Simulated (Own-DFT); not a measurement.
## Calculated data, Si3Ge (layered order of Si and Ge on the diamond lattice, atoms displaced)

Computed with Own-DFT development build. A calculation, not a measurement: plane-wave PBE density functional theory by an unreviewed code, no spin, of a simulated periodic cell, stress positive in tension, free energy of the whole cell less one offset for each atom, forces on such cells passed a denser k mesh, this cell's mesh not checked; offsets are fitted by least squares, one for each functional and potential file, so energies compare only between cells with the same atoms and settings and are not formation energies; the far tail of each file's local potential was reset to the Coulomb form; each entry is a single point on an unrelaxed cell, so the pressure reflects the starting lattice, mostly measured values, from which strain is counted, and rises with the displacements; printed positions are rounded, which can move forces by about a meV/angstrom; the program is a retired in-house code; no spin-orbit coupling.

### Si3Ge (layered order of Si and Ge on the diamond lattice, atoms displaced)

```
CELL_PARAMETERS angstrom
10.97550 0.00000 0.00000
0.00000 10.97550 0.00000
0.00000 0.00000 10.97550
ATOMIC_POSITIONS crystal
Ge 0.00157 0.00300 0.99840
Si 0.99570 0.25184 0.24279
Si 0.24830 0.99853 0.25238
Ge 0.25327 0.24557 0.99606
Ge 0.12485 0.12657 0.12341
Si 0.12341 0.37481 0.37448
Si 0.37306 0.12276 0.37268
Ge 0.37402 0.37170 0.12502
Si 0.00228 0.00013 0.49948
Si 0.00030 0.24838 0.75239
Si 0.25237 0.99782 0.74939
Si 0.25265 0.25015 0.49993
Si 0.12730 0.12470 0.62421
Si 0.13024 0.37501 0.87392
Si 0.37299 0.12122 0.87596
Si 0.37115 0.37308 0.62318
Ge 0.99853 0.50127 0.99897
Si 0.99920 0.75584 0.24835
Si 0.25336 0.50319 0.25071
Ge 0.25277 0.75572 0.99803
Ge 0.11978 0.62282 0.12217
Si 0.12937 0.87254 0.37116
Si 0.37694 0.62174 0.37479
Ge 0.37652 0.87106 0.12313
Si 0.99637 0.49890 0.49842
Si 0.00396 0.75424 0.75240
Si 0.24439 0.49944 0.74885
Si 0.25752 0.74839 0.49727
Si 0.12748 0.62425 0.62026
Si 0.12616 0.86825 0.87455
Si 0.37986 0.62428 0.87357
Si 0.37269 0.86848 0.62554
Ge 0.49713 0.00028 0.00192
Si 0.50027 0.25478 0.24514
Si 0.74997 0.99463 0.24486
Ge 0.74867 0.25038 0.00725
Ge 0.62965 0.12650 0.12370
Si 0.62686 0.37166 0.37749
Si 0.87221 0.12795 0.37752
Ge 0.87688 0.37583 0.12641
Si 0.50021 0.00733 0.49896
Si 0.49907 0.24992 0.75199
Si 0.75203 0.00255 0.75064
Si 0.75164 0.25249 0.50281
Si 0.62255 0.12419 0.62486
Si 0.62428 0.37594 0.87880
Si 0.87410 0.12098 0.87458
Si 0.87367 0.37177 0.62244
Ge 0.49590 0.49498 0.99974
Si 0.50393 0.74954 0.24953
Si 0.74654 0.50086 0.24935
Ge 0.74691 0.74759 0.99766
Ge 0.62140 0.62071 0.12516
Si 0.62568 0.86974 0.37425
Si 0.87548 0.62680 0.37360
Ge 0.87807 0.87176 0.13074
Si 0.49703 0.49783 0.49764
Si 0.49735 0.74745 0.75172
Si 0.75101 0.50235 0.74904
Si 0.75474 0.74490 0.50009
Si 0.62394 0.62463 0.62189
Si 0.61955 0.87744 0.87796
Si 0.87663 0.62100 0.87611
Si 0.87427 0.87427 0.62719
```

- functional: PBE
- potential files: PseudoDojo norm-conserving, scalar-relativistic, standard set
- wave cutoff: 42 hartree
- occupations: Fermi-Dirac
- smearing width: 0.1 eV
- k mesh: 3 x 3 x 3 centred on Gamma
- free energy of cell above offsets: -4.828 eV
- pressure: 2.55 GPa
- stress xx: -2.57 GPa
- stress yy: -2.52 GPa
- stress zz: -2.56 GPa
- stress yz: 0.03 GPa
- stress xz: -0.86 GPa
- stress xy: 0 GPa

Force:
```
element  x (eV/Å)  y (eV/Å)  z (eV/Å)
     Ge    -0.083    -1.068    -0.389
     Si     0.693    -0.496     1.743
     Si      0.33     0.056    -0.359
     Ge    -0.397     0.441    -0.097
     Ge      0.15    -0.092     0.776
     Si      0.16    -0.042    -0.257
     Si     0.313     0.696    -0.154
     Ge    -0.555     0.384     0.385
     Si    -0.123     -0.17      -0.1
     Si     0.086     0.046     -0.28
     Si    -0.534    -0.259    -0.055
     Si     -0.57    -0.263    -0.418
     Si     -0.04    -0.007     0.196
     Si    -0.843    -0.177    -0.136
     Si     0.553    -0.025    -1.053
     Si      0.41     0.323     0.519
     Ge     0.288     -0.93    -0.783
     Si     0.759    -1.312     1.131
     Si    -0.804    -0.477     0.198
     Ge    -0.295     -1.61    -0.446
     Ge         1     0.864     0.923
     Si    -0.395     0.053     0.774
     Si     0.359     0.521    -0.354
     Ge    -0.001     0.633     1.508
     Si     0.328     0.075     0.003
     Si     -0.55    -1.151    -0.632
     Si     0.945     0.325    -0.183
     Si    -0.828    -0.215    -0.152
     Si     -0.51     0.313     0.167
     Si     0.085      1.57     -0.37
     Si    -1.078    -0.296    -0.285
     Si     0.719     1.007     -0.09
     Ge     0.333     0.393     -0.34
     Si      0.37    -1.005     1.298
     Si    -0.129      0.57     1.534
     Ge     0.758     0.328    -1.928
     Ge    -1.074    -0.739     1.129
     Si    -0.283     0.411    -0.318
     Si     0.244    -0.534    -0.659
     Ge    -0.626     0.652     0.223
     Si    -0.167    -1.468    -0.064
     Si    -0.076     0.014    -0.052
     Si     -0.77    -0.594    -0.163
     Si    -0.595    -0.685    -0.155
     Si     0.501     0.495     0.315
     Si      0.39    -0.236    -0.977
     Si    -0.078     0.943    -0.096
     Si     0.412     0.558      0.82
     Ge     0.183     0.432    -0.455
     Si    -0.564    -0.354     0.588
     Si     0.437    -0.216     0.845
     Ge     0.322     0.141    -0.097
     Ge     0.119     0.204     0.101
     Si      0.22      0.75     0.412
     Si     0.143    -0.292    -0.369
     Ge    -0.583       0.6    -1.302
     Si     0.415     -0.24      0.38
     Si     0.733     0.308    -0.439
     Si    -0.243    -0.508    -0.054
     Si    -0.506     0.557     0.146
     Si    -0.091    -0.075     0.268
     Si     0.551     -0.19    -1.059
     Si    -0.197     0.895    -1.068
     Si      0.28     0.169    -0.195
```
